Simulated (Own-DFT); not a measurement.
# Point defects and the pressure they add: C11b WSi2

No measurement is shown. These are fixed-geometry runs of a retired plane-wave code named Own-DFT, which no person has reviewed; spin and spin-orbit coupling are neglected.

Settings: PBE; PseudoDojo norm-conserving scalar-relativistic files; cutoff 50 hartree; 5 x 5 x 5 k mesh centred on Gamma; cold (Marzari-Vanderbilt) smearing of 0.2 eV.

Keep in mind: forces on such cells failed a check on a denser k mesh; stress not checked against mesh or cutoff.

All runs share one cell, with vectors in Å (-2.148, -5.953, 3.409); (-6.444, 2.976, 1.136); (-2.553, -2.948, -6.757) and a volume of 403.2 Å³. u is the rms random offset of the atoms per axis. The defect's site can differ from row to row.

```
              cell  formula   u (Å)  P (GPa)
         no defect  Si20W10  0.0205     4.60
         no defect  Si20W10  0.0407     5.01
         no defect  Si20W10  0.0519     5.96
one W on a Si site  Si19W11  0.0286     9.73
one W on a Si site  Si19W11  0.0302     9.44
one W on a Si site  Si19W11  0.0449        ?
one W on a Si site  Si19W11  0.0512    10.98
    one Si vacancy  Si19W10  0.0304     3.42
    one Si vacancy  Si19W10  0.0420     3.92
    one Si vacancy  Si19W10  0.0471     4.05
one Si on a W site   Si21W9  0.0321     6.49
one Si on a W site   Si21W9  0.0452     7.01
one Si on a W site   Si21W9  0.0505     7.62
```

## Working it out

P = P0 + c u² + a shift for each defect gives P0 = 4.14 GPa, c = 660 ± 73 GPa/Å² and a scatter of 0.19 GPa. The shifts, and each times the cell's volume:

- one W on a Si site: 4.95 ± 0.16 GPa, 12.5 eV
- one Si on a W site: 1.66 ± 0.16 GPa, 4.2 eV
- one Si vacancy: -1.42 ± 0.16 GPa, -3.6 eV

Against the defect-free cell, a freed cell would be larger where the shift is positive and smaller where it is negative (160.2 GPa Å³ is 1 eV). The atoms around the defects weren't relaxed, which would change these numbers.

## Test on the hidden row

Question: what pressure belongs in the blank (one W on a Si site, u = 0.0449 Å)?

From the fit: 10.43 ± 0.22 GPa. The calculation gave 10.93 GPa.
